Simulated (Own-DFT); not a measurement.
# Strain and stress in bcc Nb, 36 atoms (Nb36)

Calculated results; nothing here was measured. They come from Own-DFT, an in-house plane-wave density functional program, since retired, whose code no person has reviewed. Each row is one single-point run on a periodic cell that was not relaxed, without spin or spin-orbit coupling.

Settings of every run: PBE; PseudoDojo norm-conserving scalar-relativistic files; cutoff 42 hartree; 4 x 4 x 5 k mesh centred on Gamma; cold (Marzari-Vanderbilt) smearing of 0.2 eV.

Known limits: forces on such cells failed a check on a denser k mesh; stress not checked against mesh or cutoff.

Unstrained cell vectors in Å: (9.901, 0.000, 0.000); (0.000, 9.901, 0.000); (0.000, 0.000, 6.601). The unstrained cell has measured lattice constants (interpolated for alloys), not those of this functional. That, the random moves and any unrelaxed bonds set the pressure at no strain. Each run strains this cell uniformly, with the atoms carried along. Every atom was also moved at random, by a Gaussian of width 0.05 Å on each axis. Strain is the symmetric tensor, in per cent. Stress is positive in tension, and the pressure is minus a third of its trace.

```
run  e_xx (%)  e_yy (%)  e_zz (%)  e_yz (%)  e_xz (%)  e_xy (%)  s_xx (GPa)  s_yy (GPa)  s_zz (GPa)  s_yz (GPa)  s_xz (GPa)  s_xy (GPa)  P (GPa)  E (meV/atom)
  1     -1.59     -1.37      1.05     -0.94      0.30     -1.39       -7.10       -6.90       -3.87       -0.22        0.27       -0.18     5.96          14.6
  2      0.17     -1.73      0.42      1.15      1.33     -0.27       -4.01       -6.01       -3.37        0.20        0.40        0.11     4.46           7.1
  3     -0.52      1.57      1.47     -0.95     -1.27      0.47        0.37        2.37        2.37       -0.36       -0.32        0.25    -1.70           8.9
  4      1.54     -0.74     -1.01      0.00     -1.24      0.28       -0.85       -3.70       -3.79        0.01       -0.39        0.05     2.78           3.5
  5     -1.19      1.65     -1.12     -1.97      1.12      0.67       -5.57       -1.90       -5.19       -0.90        0.20        0.08     4.22          24.9
  6     -0.42      0.95      0.54     -0.58     -0.90      1.63       -1.47        0.12       -0.49       -0.29       -0.26        0.45     0.61           6.5
  7      1.38     -0.04      0.95     -0.60      0.07      0.51        1.61        0.38        1.27       -0.29       -0.07        0.13    -1.08          16.6
  8     -0.92      1.41      0.14     -0.06     -1.77      1.05       -2.79       -0.52       -1.80       -0.15       -0.48        0.29     1.70          12.6
  9     -0.36      1.30     -1.64     -0.49      1.84      0.85       -4.26       -2.15       -5.61       -0.02        0.42        0.17     4.01          16.9
 10     -0.86      1.37     -0.82      1.33      0.79     -1.97       -3.99       -1.31       -4.15        0.38        0.01       -0.54     3.15          10.1
 11     -1.89      1.59     -0.28      1.80     -1.04      1.94       -5.61       -1.66       -3.85        0.75       -0.09        0.38     3.71          13.1
 12      1.52     -1.37      0.11     -1.44      0.52     -0.06       -0.43       -3.31       -1.90       -0.34        0.16       -0.14     1.88           0.0
 13      1.16     -1.49     -1.06      0.96      1.11     -1.29       -3.38       -6.45       -5.95        0.10        0.38       -0.24     5.26          17.1
 14      1.92     -0.64     -1.16      0.01      0.26      0.22       -0.07       -3.06       -3.54        0.02        0.17        0.09     2.22           6.3
 15     -1.51     -1.11     -1.74     -0.94      0.86     -0.96      -11.22      -10.88      -11.49       -0.22        0.38       -0.34    11.20          50.9
 16     -1.61      1.10      0.53     -1.38      0.42     -0.92       -4.33       -1.29       -2.08       -0.65        0.17       -0.10     2.57          12.1
 17      1.95      1.64      0.81      1.18      1.84     -0.93        5.19        4.79        4.20        0.10        0.33       -0.06    -4.73           9.1
 18     -1.40     -1.39      1.96     -0.14      1.67      0.55           ?           ?           ?           ?           ?           ?        ?             ?
```

E is the free energy for each atom above the lowest run shown.

## Worked fit

Each stress component was fitted by least squares to a constant and the strains of the runs shown, as fractions, with shears doubled. Shear strains stay in the fit of a normal stress only where such slopes are resolved. The slopes, in GPa:

| stress | at no strain | per e_xx | per e_yy | per e_zz | scatter |
|---|---|---|---|---|---|
| s_xx | -2.7 | 255 ± 7 | 136 ± 7 | 146 ± 9 | 0.35 |
| s_yy | -2.7 | 143 ± 7 | 249 ± 7 | 143 ± 9 | 0.36 |
| s_zz | -2.7 | 144 ± 6 | 132 ± 6 | 261 ± 7 | 0.29 |

Each shear stress against twice its own strain: yz 16 ± 2, xz 13 ± 1, xy 11 ± 1 GPa. These are stiffnesses along x, y and z of the frame in which the cell vectors are given, which need not be the crystal's axes. The atoms are held to the strained lattice; where symmetry lets them move under strain, relaxing them would lower some slopes. The table should be nearly symmetric about its diagonal, and what it lacks of that shows the noise. A ninth of its sum, 179 ± 4 GPa, estimates the bulk modulus near the mean pressure of these runs, 2.7 GPa, so it lies above the value at zero pressure.

## Withheld run

Question: what normal stresses and pressure should run 18 give?

The fit gives s_xx = -5.3, s_yy = -5.4, s_zz = -1.4 and P = 4.0 GPa. The calculation gave -5.23, -5.46, -1.34 and P = 4.01 GPa.
